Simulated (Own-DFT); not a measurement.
# One trend across several semiconductors

Source: density functional calculations with Own-DFT, an unreviewed in-house program that is no longer used. Nothing was measured or relaxed, and spin and spin-orbit coupling are left out.

Limits (not all hold for every row): forces on such cells moved up to 12 meV/angstrom on a denser k mesh; forces not confirmed at this smearing and k mesh; k mesh not checked against a denser one; forces on such cells passed a denser k mesh, each cell not checked; stress not checked against mesh or cutoff.

All runs are PBE with PseudoDojo norm-conserving files; cutoff and k mesh are each material's own. Every cell starts from measured lattice constants and was given uniform random strains and small random moves of its atoms. Each triple is the change of volume in per cent, the rms move u in Å and the pressure in GPa.

- 3C SiC (C48Si48), 10.36 Å³/atom unstrained: (-3.83, 0.047, 15.56); (-1.82, 0.052, 10.35); (-0.53, 0.048, 6.46); (0.14, 0.051, 5.11); (1.54, 0.046, 1.81); (2.15, 0.051, 0.84); (3.31, 0.050, -1.23)
- wurtzite AlN (Al64N64), 10.45 Å³/atom unstrained: (-3.28, 0.049, 12.80); (-1.88, 0.052, 10.19); (-1.31, 0.047, 8.28); (-1.26, 0.049, 8.80); (-0.79, 0.051, 7.84); (1.14, 0.053, 4.10); (2.07, 0.050, 1.59)
- wurtzite GaN (Ga36N36), 11.42 Å³/atom unstrained: (-2.32, 0.051, 13.07); (-1.80, 0.049, 11.79); (-1.45, 0.049, 10.60); (-1.16, 0.056, 11.23); (-0.43, 0.053, 9.04); (1.67, 0.048, 4.11); (3.43, 0.052, 1.49)
- diamond silicon (Si64), 20.02 Å³/atom unstrained: withheld
- zincblende GaP (Ga32P32), 20.24 Å³/atom unstrained: (-2.45, 0.050, 5.59); (-2.14, 0.052, 5.61); (-1.73, 0.047, 4.94); (-1.42, 0.048, 4.92); (-0.69, 0.052, 4.08); (1.06, 0.047, 2.39); (2.63, 0.053, 1.25)
- grey tin (Sn64), 34.15 Å³/atom unstrained: (-2.44, 0.053, 5.02); (-1.68, 0.051, 4.66); (-0.80, 0.049, 4.15); (-0.21, 0.051, 3.82); (0.53, 0.048, 3.54); (1.34, 0.050, 3.13); (1.96, 0.052, 2.70)

## What the rows give

Fit a line to each set against the fractional change of volume; B is minus its slope, and u is nearly the same within a set. To take it to zero pressure, assume that B rises by 4 GPa for each GPa: B0 = B - 4 x (mean pressure). The bond length of an ideal tetrahedral crystal with the unstrained volume v is d = (√3/4)(8 v)^(1/3). Cohen's empirical rule reads B0 = (1971 - 220 L) d^(-3.5) GPa, with L = 0 for group IV crystals and SiC and 1 for III-V compounds.

| material | L | d (Å) | B (GPa) | mean P (GPa) | B0 (GPa) | rule (GPa) |
|---|---|---|---|---|---|---|
| 3C SiC (C48Si48) | 0 | 1.888 | 238 ± 10 | 5.6 | 216 ± 10 | 213 |
| wurtzite AlN (Al64N64) | 1 | 1.893 | 206 ± 7 | 7.7 | 175 ± 7 | 188 |
| wurtzite GaN (Ga36N36) | 1 | 1.950 | 205 ± 10 | 8.8 | 170 ± 10 | 169 |
| diamond silicon (Si64) | 0 | 2.352 | ? | ? | ? | 99 |
| zincblende GaP (Ga32P32) | 1 | 2.360 | 90 ± 3 | 4.1 | 73 ± 3 | 87 |
| grey tin (Sn64) | 0 | 2.810 | 52 ± 1 | 3.9 | 36 ± 1 | 53 |

A line through ln[B0/(1971 - 220 L)] against ln d has a slope of -4.4 ± 0.1 and a scatter of 5 %. Against the rule, B0 stands at 101 % for 3C SiC, 93 % for wurtzite AlN, 101 % for wurtzite GaN, 85 % for zincblende GaP, 68 % for grey tin. PBE tends to make silicon and heavier crystals too soft, and the rule itself is only a guide.

## Check

Q: what B0 does the fitted trend give for diamond silicon (Si64)?

The line gives 81 GPa. Its own runs give B = 96 ± 3 GPa at a mean pressure of 2.2 GPa, so B0 = 87 GPa.
